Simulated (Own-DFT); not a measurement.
# Stretching a layer in its plane: grey tin, 32 atoms (Sn32)

No measurement is shown. These are fixed-geometry runs of a retired plane-wave code named Own-DFT, which no person has reviewed; spin and spin-orbit coupling are neglected.

Settings: PBE; PseudoDojo norm-conserving scalar-relativistic files; cutoff 42 hartree; 3 x 3 x 5 k mesh centred on Gamma; cold (Marzari-Vanderbilt) smearing of 0.2 eV.

Keep in mind: forces on such cells failed a check on a denser k mesh; stress not checked against mesh or cutoff.

Unstrained cell vectors in Å: (12.978, 0.000, 0.000); (0.000, 12.978, 0.000); (0.000, 0.000, 6.489). The unstrained cell has measured lattice constants (interpolated for alloys), not those of this functional. That, the random moves and any unrelaxed bonds set the pressure at no strain. Each run strains x and y alike by e, as a substrate would, and holds the height along z. All atoms carry random offsets, Gaussian with a width of 0.05 Å per axis. Stress is positive in tension.

```
e (%),u (Å),(s_xx + s_yy)/2 (GPa),s_zz (GPa)
-3.00,0.048,-7.59,-6.62
-3.00,0.051,-7.62,-6.65
-2.25,0.044,-6.40,-5.77
-2.25,0.047,-6.46,-5.92
-1.75,0.052,?,?
-0.75,0.041,-4.38,-4.18
-0.75,0.058,-4.55,-4.49
-0.25,0.052,-3.97,-3.83
-0.25,0.052,-3.86,-3.82
0.50,0.053,-3.09,-3.22
0.50,0.054,-3.06,-3.21
1.50,0.058,-2.15,-2.68
1.50,0.046,-1.97,-2.32
2.00,0.048,-1.49,-2.08
2.00,0.056,-1.61,-2.03
```

## What the rows give

With e as a fraction, the in-plane stress is -3.6 + 114 e - 615 e² GPa (errors 1 and 78, scatter 0.07), and s_zz is -3.6 + 87 e - 446 e² GPa (slope ± 2, scatter 0.11). At e = 0 the first slope is C11 + C12 and the second 2 C12, both with the ions held to the strained lattice and at the cell's own pressure. The term in e² is negative: the layer stiffens under compression and softens under tension. A free layer would change its height as e changes, and the in-plane slope would drop by 2 C12²/C11 to the biaxial modulus. At fixed height, a misfit of 1 % moves the in-plane stress by about 1.1 GPa and s_zz by 0.9 GPa.

## Prediction

The question: what are the two stresses at e = -1.75 %?

From the fit: -5.8 and -5.3 GPa. DFT gave -5.85 and -5.29 GPa.
